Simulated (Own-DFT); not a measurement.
Al₃GaN₄ (wurtzite random alloy, strained, atoms displaced) (calculated)

A calculation, not a measurement: plane-wave PBE density functional theory by an unreviewed code, no spin, of a simulated periodic cell, stress positive in tension, free energy of the whole cell less one offset for each atom, forces on such cells passed a denser k mesh, this cell's mesh not checked; offsets are fitted by least squares, one for each functional and potential file, so energies compare only between cells with the same atoms and settings and are not formation energies; the far tail of each file's local potential was reset to the Coulomb form; each entry is a single point on an unrelaxed cell, so the pressure reflects the starting lattice, mostly measured values, from which strain is counted, and rises with the displacements; printed positions are rounded, which can move forces by about a meV/angstrom; the program is a retired in-house code; no spin-orbit coupling. Program: Own-DFT development build.

Settings shared by all entries: functional PBE; potential files PseudoDojo norm-conserving, scalar-relativistic, standard set with the stringent files for Ga; wave cutoff 96 hartree; occupations Gaussian; smearing width 0.01 eV; k mesh 4 x 4 x 3 centred on Gamma.

(1) Al₃GaN₄ (wurtzite random alloy, strained, atoms displaced)

```
cell vectors (Å)
   9.1119     0.0000     0.0000
  -4.5560     7.8912     0.0000
   0.0000     0.0000    10.0655
atoms (fractions of the cell vectors)
Al  0.11615  0.22218  0.99186
Al  0.21579  0.10661  0.24383
N   0.10888  0.21828  0.18165
N   0.22040  0.11485  0.45244
Al  0.11716  0.22997  0.49959
Al  0.23445  0.12184  0.74584
N   0.11274  0.21600  0.69385
N   0.23455  0.12862  0.93917
Al  0.10614  0.54220  0.00851
Ga  0.21494  0.43561  0.25293
N   0.10877  0.55158  0.19078
N   0.21449  0.43426  0.43941
Al  0.11354  0.54837  0.49200
Al  0.21591  0.44612  0.76014
N   0.10536  0.55310  0.68966
N   0.21451  0.43001  0.93889
Al  0.10465  0.88417  0.00019
Ga  0.22883  0.76990  0.25254
N   0.10872  0.89237  0.18829
N   0.21564  0.77395  0.44447
Al  0.10893  0.89055  0.50493
Al  0.22518  0.77608  0.75743
N   0.10284  0.87932  0.68905
N   0.22026  0.78187  0.94651
Al  0.44513  0.22690  0.00359
Al  0.55290  0.11121  0.24258
N   0.45406  0.22683  0.19257
N   0.55982  0.11539  0.43965
Al  0.44027  0.21267  0.49184
Al  0.56510  0.10404  0.75853
N   0.44880  0.22535  0.68681
N   0.55045  0.10621  0.94002
Ga  0.43928  0.56278  0.99699
Al  0.55049  0.45498  0.24709
N   0.44570  0.55787  0.18671
N   0.55454  0.44315  0.43247
Ga  0.44036  0.55180  0.50697
Al  0.55957  0.44657  0.74642
N   0.43871  0.55705  0.69375
N   0.55709  0.45141  0.94278
Ga  0.44707  0.89547  0.00821
Al  0.54840  0.77157  0.25250
N   0.45093  0.90056  0.18921
N   0.55157  0.77007  0.43706
Al  0.44827  0.89503  0.49771
Al  0.54749  0.77874  0.75452
N   0.43763  0.88454  0.69152
N   0.55001  0.77557  0.94007
Ga  0.78645  0.22286  0.99594
Al  0.88765  0.10627  0.25672
N   0.77229  0.23161  0.18107
N   0.88049  0.11271  0.44044
Al  0.77705  0.21597  0.50265
Al  0.89027  0.11029  0.74493
N   0.77653  0.22516  0.68355
N   0.89438  0.11586  0.94685
Ga  0.78102  0.55625  0.00067
Al  0.88567  0.45249  0.25044
N   0.77378  0.54774  0.19239
N   0.88806  0.44271  0.44025
Al  0.78906  0.56373  0.50281
Al  0.89345  0.44534  0.74670
N   0.77760  0.55274  0.69697
N   0.89070  0.44778  0.94201
Ga  0.77188  0.88064  0.99502
Al  0.89939  0.78732  0.25270
N   0.78745  0.88649  0.18603
N   0.88980  0.77510  0.43582
Al  0.78291  0.88619  0.49809
Ga  0.89340  0.78358  0.75321
N   0.77521  0.88956  0.68833
N   0.88962  0.78272  0.93003
```

- free energy of cell above offsets: -18.833 eV
- pressure: 21 GPa
- stress xx: -25.88 GPa
- stress yy: -24.78 GPa
- stress zz: -12.34 GPa
- stress yz: 0.49 GPa
- stress xz: 1.04 GPa
- stress xy: 1.2 GPa

Force:
```tsv
element	x (eV/Å)	y (eV/Å)	z (eV/Å)
Al	-0.69	-1.715	1.912
Al	1.34	1.689	1.109
N	-0.341	-0.777	0.55
N	-0.168	-1.4	-2.655
Al	-1.13	-2.74	1.998
Al	0.182	-1.938	0.968
N	-1.344	1.703	-1.103
N	0.289	-3.164	-0.901
Al	-0.22	1.534	-1.192
Ga	0.943	0.077	-0.516
N	-0.603	-0.422	-0.43
N	0.25	1.717	-0.33
Al	-1.872	0.855	1.994
Al	0.566	-0.822	-1.945
N	1.792	0.628	-0.662
N	-1.41	3.057	0.097
Al	0.038	1.934	-0.002
Ga	-1.75	1.593	0.434
N	1.519	-0.81	-0.679
N	1.095	0.609	-0.199
Al	0.441	-0.33	0.079
Al	-1.741	-0.273	-0.322
N	2.96	2.445	-0.282
N	0.357	-2.131	-0.662
Al	1.118	0.625	0.081
Al	1.31	2.113	2.016
N	-2.953	-0.047	-0.581
N	0.154	-1.304	-1.222
Al	0.485	2.459	1.477
Al	-2.404	0.995	-1.337
N	1.363	-0.436	-0.411
N	0.009	2.26	-0.737
Ga	0.97	-2.413	0.852
Al	2.606	-1.742	0.897
N	-1.874	0.61	0.015
N	0.686	0.041	0.986
Ga	0.805	-0.473	-0.248
Al	-0.967	-0.5	1.143
N	0.269	-0.334	1.103
N	-0.072	-1.122	-1.4
Ga	-0.485	-1.174	-0.967
Al	1.34	1.55	-0.318
N	1.174	-2.426	1.496
N	-0.185	2.018	-0.014
Al	-0.167	-1.069	0.726
Al	1.343	-0.258	-0.805
N	0.713	0.92	-0.803
N	-0.611	1.695	-1.607
Ga	-2.339	0.37	1.124
Al	-1.205	0.934	-2.026
N	1.952	-1.026	2.372
N	2.953	-1.099	-0.346
Al	-1.803	1.931	-0.394
Al	-0.171	0.368	1.022
N	1.16	-0.733	1.419
N	1.39	-1.738	-3.215
Ga	-0.882	0.458	0.694
Al	1.08	-2.18	0.951
N	-1.344	3.064	-0.163
N	0.431	-0.038	-0.287
Al	-1.199	-2.237	0.308
Al	-1.32	-0.342	1.154
N	0.233	0.287	-1.992
N	1.502	0.052	-2.126
Ga	0.269	1.629	1.285
Al	-0.796	-2.642	-0.261
N	-2.38	0.077	1.245
N	0.124	1.216	0.424
Al	-1.465	0.014	0.469
Ga	-1.259	-1.272	-1.402
N	-1.288	-0.077	-0.639
N	1.227	-0.322	2.783
```

(2) Al₃GaN₄ (wurtzite random alloy, strained, atoms displaced)

```
cell vectors (Å)
   9.1119     0.0000     0.0000
  -4.5560     7.8912     0.0000
   0.0000     0.0000    10.0655
atoms (fractions of the cell vectors)
Al  0.10976  0.22910  0.99994
Ga  0.21900  0.11195  0.24647
N   0.11033  0.21777  0.19352
N   0.23184  0.11602  0.43338
Al  0.11226  0.22643  0.49834
Al  0.21098  0.10576  0.74862
N   0.12085  0.23241  0.69169
N   0.21302  0.11226  0.93476
Ga  0.10498  0.55251  0.98500
Al  0.22518  0.44467  0.25739
N   0.10920  0.56521  0.19462
N   0.22745  0.44166  0.43968
Al  0.11423  0.55675  0.49979
Al  0.22150  0.44863  0.76074
N   0.10906  0.56356  0.69193
N   0.22447  0.43654  0.94001
Al  0.10544  0.89249  0.00094
Al  0.22612  0.78097  0.25154
N   0.09756  0.88638  0.18932
N   0.22506  0.78221  0.43438
Ga  0.09996  0.88708  0.50377
Al  0.22626  0.78012  0.74503
N   0.10640  0.89263  0.68447
N   0.21915  0.78101  0.94616
Al  0.43949  0.21776  0.99607
Ga  0.55556  0.11157  0.24994
N   0.43701  0.21647  0.18246
N   0.54667  0.10913  0.43938
Ga  0.44602  0.21590  0.50610
Al  0.55700  0.10690  0.75053
N   0.44826  0.21988  0.68807
N   0.56039  0.11368  0.94227
Al  0.43575  0.55812  0.99706
Al  0.55750  0.45272  0.24644
N   0.44691  0.56078  0.17976
N   0.55306  0.44788  0.43988
Al  0.44395  0.55255  0.49581
Ga  0.56826  0.45202  0.74149
N   0.44179  0.55017  0.68631
N   0.55342  0.44295  0.95402
Al  0.43757  0.88652  0.98758
Ga  0.56244  0.77998  0.24701
N   0.45041  0.88183  0.19289
N   0.56391  0.78031  0.44309
Al  0.43822  0.88643  0.50640
Al  0.54740  0.77590  0.74695
N   0.44083  0.88429  0.68749
N   0.56305  0.77969  0.93089
Ga  0.77287  0.21557  0.99642
Al  0.88670  0.10751  0.24399
N   0.77694  0.21483  0.18900
N   0.88264  0.10968  0.43706
Al  0.77584  0.21494  0.50236
Al  0.88282  0.11688  0.75064
N   0.78133  0.21908  0.68849
N   0.88832  0.10385  0.93676
Al  0.78191  0.55905  0.99155
Al  0.89280  0.44461  0.24625
N   0.77842  0.55535  0.17824
N   0.88775  0.45101  0.44135
Al  0.77790  0.56505  0.50394
Al  0.90039  0.45045  0.74737
N   0.77709  0.55619  0.68429
N   0.89462  0.43957  0.94574
Al  0.77872  0.88839  0.99331
Ga  0.89500  0.78243  0.25158
N   0.78083  0.88034  0.17558
N   0.90321  0.78675  0.43690
Al  0.77317  0.87565  0.50571
Al  0.89521  0.77336  0.74960
N   0.78455  0.89649  0.69192
N   0.89331  0.78201  0.93961
```

- free energy of cell above offsets: -17.617 eV
- pressure: 21.36 GPa
- stress xx: -28.13 GPa
- stress yy: -23.77 GPa
- stress zz: -12.16 GPa
- stress yz: -0.06 GPa
- stress xz: -1.03 GPa
- stress xy: -3.04 GPa

Force:
```tsv
element	x (eV/Å)	y (eV/Å)	z (eV/Å)
Al	0.332	-2.572	1.229
Ga	1.543	-1.025	1.074
N	-2.612	2.527	-1.898
N	-2.457	-0.341	1.429
Al	0.371	-1.665	0.465
Al	1.171	1.769	0.447
N	-1.88	-0.501	-0.811
N	1.127	-0.268	0.198
Ga	3.046	1.714	3.966
Al	-0.737	0.57	-1.848
N	2.13	-1.596	-0.83
N	-1.55	1.044	0.043
Al	-0.511	0.085	-0.841
Al	1.119	-0.515	-2.32
N	2.327	-0.246	-0.714
N	-1.373	1.629	-0.737
Al	0.656	0.462	1
Al	-0.53	0.759	-0.684
N	5.117	1.178	-2.109
N	0.341	-1.057	1.414
Ga	4.491	2.907	-0.647
Al	-1.942	1	1.295
N	1.856	-0.938	2.032
N	-0.368	0.665	-2.73
Al	-0.46	0.449	0.479
Ga	-0.633	-0.448	0.127
N	0.944	1.712	-0.278
N	3.525	-1.258	0.472
Ga	-1.555	1.797	-0.773
Al	-0.395	0.933	0.255
N	-0.503	-1.071	2.227
N	-2.772	-1.905	-2.365
Al	2.808	0.523	0.55
Al	0.781	-1.246	-0.522
N	-0.893	-1.8	1.122
N	1.55	0.415	-1.032
Al	-0.178	0.923	1.157
Ga	-2.979	-2.363	2.959
N	-1.436	1.368	-0.054
N	0.088	0.572	-2.387
Al	2.213	0.368	2.638
Ga	0.983	-0.393	1.153
N	-3.113	1.12	-2.476
N	-1.811	-0.879	0.158
Al	1.048	0.376	-2.266
Al	2.694	-0.483	-0.144
N	-0.098	0.943	0.503
N	-2.292	-0.468	0.032
Ga	1.726	0.278	1.944
Al	0.359	-0.954	1.001
N	0.467	1.663	-0.158
N	1.548	-0.798	-0.161
Al	-1.179	1.218	-1.004
Al	3.717	-1.196	0.46
N	-2.311	1.753	-0.171
N	0.214	1.406	-0.528
Al	-0.57	-0.598	1.69
Al	-1.538	-0.217	0.669
N	0.289	-0.857	1.16
N	0.511	-0.982	0.155
Al	0.597	-1.175	-2.185
Al	-2.569	-2.004	0.63
N	3.532	1.433	0.312
N	-4.044	-0.368	-3.692
Al	0.174	-0.617	0.394
Ga	-2.121	-2.835	0.163
N	-0.947	2.186	0.599
N	-5.158	-3.064	0.021
Al	0.625	2.685	-0.081
Al	-2.196	1.183	1.006
N	-0.261	-1.64	-0.214
N	-0.049	-1.272	-1.964
```

(3) Al₃GaN₄ (wurtzite random alloy, strained, atoms displaced)

```
cell vectors (Å)
   9.1119     0.0000     0.0000
  -4.5560     7.8912     0.0000
   0.0000     0.0000    10.0655
atoms (fractions of the cell vectors)
Al  0.12286  0.22983  0.99475
Ga  0.22439  0.11325  0.24711
N   0.10637  0.22683  0.19055
N   0.21758  0.11958  0.43465
Ga  0.11569  0.21624  0.50201
Al  0.22694  0.11278  0.74729
N   0.10829  0.21623  0.69055
N   0.22000  0.11002  0.94818
Ga  0.10795  0.56220  0.99242
Al  0.23590  0.44763  0.24810
N   0.11011  0.55666  0.19399
N   0.22126  0.44716  0.44000
Ga  0.10515  0.55776  0.49864
Al  0.21813  0.44675  0.74753
N   0.12583  0.55913  0.69389
N   0.22671  0.43970  0.93783
Ga  0.10853  0.89730  0.00600
Al  0.23282  0.78727  0.24888
N   0.10199  0.88381  0.19211
N   0.21948  0.77493  0.44050
Ga  0.10982  0.88397  0.49552
Ga  0.23307  0.77586  0.75316
N   0.10291  0.88339  0.70052
N   0.21596  0.78415  0.94203
Ga  0.44382  0.22931  0.99805
Al  0.55727  0.11711  0.24685
N   0.44061  0.22159  0.18699
N   0.55699  0.11676  0.44752
Al  0.43147  0.22888  0.50369
Al  0.54434  0.10978  0.74389
N   0.44400  0.22673  0.68110
N   0.55629  0.09859  0.94252
Al  0.43837  0.55497  0.99812
Al  0.54904  0.43001  0.24659
N   0.46048  0.56049  0.18953
N   0.55541  0.44257  0.43778
Al  0.44447  0.54710  0.50035
Al  0.54916  0.44874  0.75563
N   0.44019  0.54309  0.68358
N   0.55009  0.44154  0.94026
Al  0.44903  0.88012  0.00098
Al  0.55849  0.77783  0.25626
N   0.44814  0.90037  0.19722
N   0.55260  0.76831  0.43387
Ga  0.44066  0.88268  0.49069
Al  0.56152  0.77939  0.75873
N   0.44550  0.89348  0.69693
N   0.55165  0.77695  0.93351
Al  0.77169  0.21051  0.00247
Al  0.89016  0.10692  0.25028
N   0.78928  0.23554  0.19341
N   0.89280  0.12387  0.43899
Al  0.77992  0.22144  0.50008
Al  0.88789  0.12016  0.75171
N   0.78700  0.23796  0.68512
N   0.88639  0.11253  0.93336
Al  0.76746  0.54862  0.00751
Al  0.89678  0.45448  0.24564
N   0.77715  0.54430  0.18187
N   0.88334  0.44072  0.43669
Al  0.77682  0.56431  0.50015
Al  0.89562  0.45292  0.74918
N   0.77875  0.55725  0.68796
N   0.89528  0.44765  0.94078
Al  0.78395  0.89574  0.00074
Al  0.89650  0.78552  0.25366
N   0.77584  0.89008  0.19258
N   0.89597  0.77983  0.44005
Al  0.78394  0.89452  0.49742
Al  0.88857  0.76878  0.75596
N   0.77417  0.89080  0.67999
N   0.89047  0.77859  0.92952
```

- free energy of cell above offsets: -17.739 eV
- pressure: 21.43 GPa
- stress xx: -25.59 GPa
- stress yy: -26.05 GPa
- stress zz: -12.66 GPa
- stress yz: 0.15 GPa
- stress xz: 0.62 GPa
- stress xy: -0.84 GPa

Force:
```tsv
element	x (eV/Å)	y (eV/Å)	z (eV/Å)
Al	-2.566	-1.505	1.595
Ga	-1.664	-0.337	0.283
N	1.14	0.085	-1.646
N	4.072	-2.639	-0.691
Ga	-4.114	2.734	1.289
Al	-1.06	-1.12	1.033
N	0.094	0.923	1.121
N	-0.018	1.668	-2.893
Ga	1.981	-0.399	2.527
Al	-2.09	0.314	0.844
N	2.57	1.665	-0.649
N	1.47	0.028	-0.899
Ga	0.673	-1.728	0.632
Al	2.927	-2.166	0.548
N	-3.228	-0.639	-1.138
N	-0.956	1.494	-1.202
Ga	0.118	-2.095	-0.248
Al	-1.556	-2.034	0.3
N	2.088	0.599	0.36
N	0.073	0.81	-2.21
Ga	0.621	2.083	2.699
Ga	-2.699	0.93	0.804
N	1.477	1.311	-1.748
N	2.707	0.774	0.433
Ga	1.755	-2.822	0.607
Al	1.258	1.349	1.648
N	1.473	-0.549	-0.176
N	-1.237	0.089	-1.611
Al	2.793	-0.852	-1.277
Al	2.316	1.534	0.797
N	-0.457	0.084	2.241
N	-1.343	1.164	-1.239
Al	1.325	0.62	0.984
Al	1.16	2.836	1.374
N	-1.404	-0.38	-1.153
N	0.092	0.271	-0.935
Al	-1.208	0.939	-0.255
Al	2.277	-0.776	-0.912
N	-1.19	2.187	1.007
N	0.02	2.559	-1.076
Al	-2.998	1.047	0.919
Al	-0.561	0.14	-1.039
N	1.679	-1.585	-1.631
N	1.292	0.36	1.124
Ga	1.084	1.365	2.046
Al	-0.521	-0.096	-3.596
N	2.678	-0.34	-1.737
N	1.912	-0.908	2.119
Al	0.349	2.481	0.482
Al	-1.253	2.08	0.78
N	-0.669	-2.554	-1.102
N	0.557	-2.775	-1.012
Al	-1.316	1.098	0.345
Al	0.09	-1.284	-1.279
N	-0.775	-1.576	0.69
N	1.347	-0.021	1.138
Al	1.618	1.105	-2.432
Al	0.158	-1.253	1.699
N	-1.929	1.954	2.094
N	-1.329	1.028	-0.265
Al	0.954	-2.143	0.252
Al	-0.089	-0.156	0.519
N	-0.747	-0.676	0.053
N	-3.451	-2.278	-1.343
Al	0.057	-1.023	-0.368
Al	-1.978	-2.617	-0.064
N	0.814	-0.4	-1.079
N	-2.789	-0.385	-1.532
Al	-0.94	0.045	0.154
Al	-1.615	1.416	-2.102
N	0.675	-0.06	1.651
N	-1.993	-0.994	3.351
```
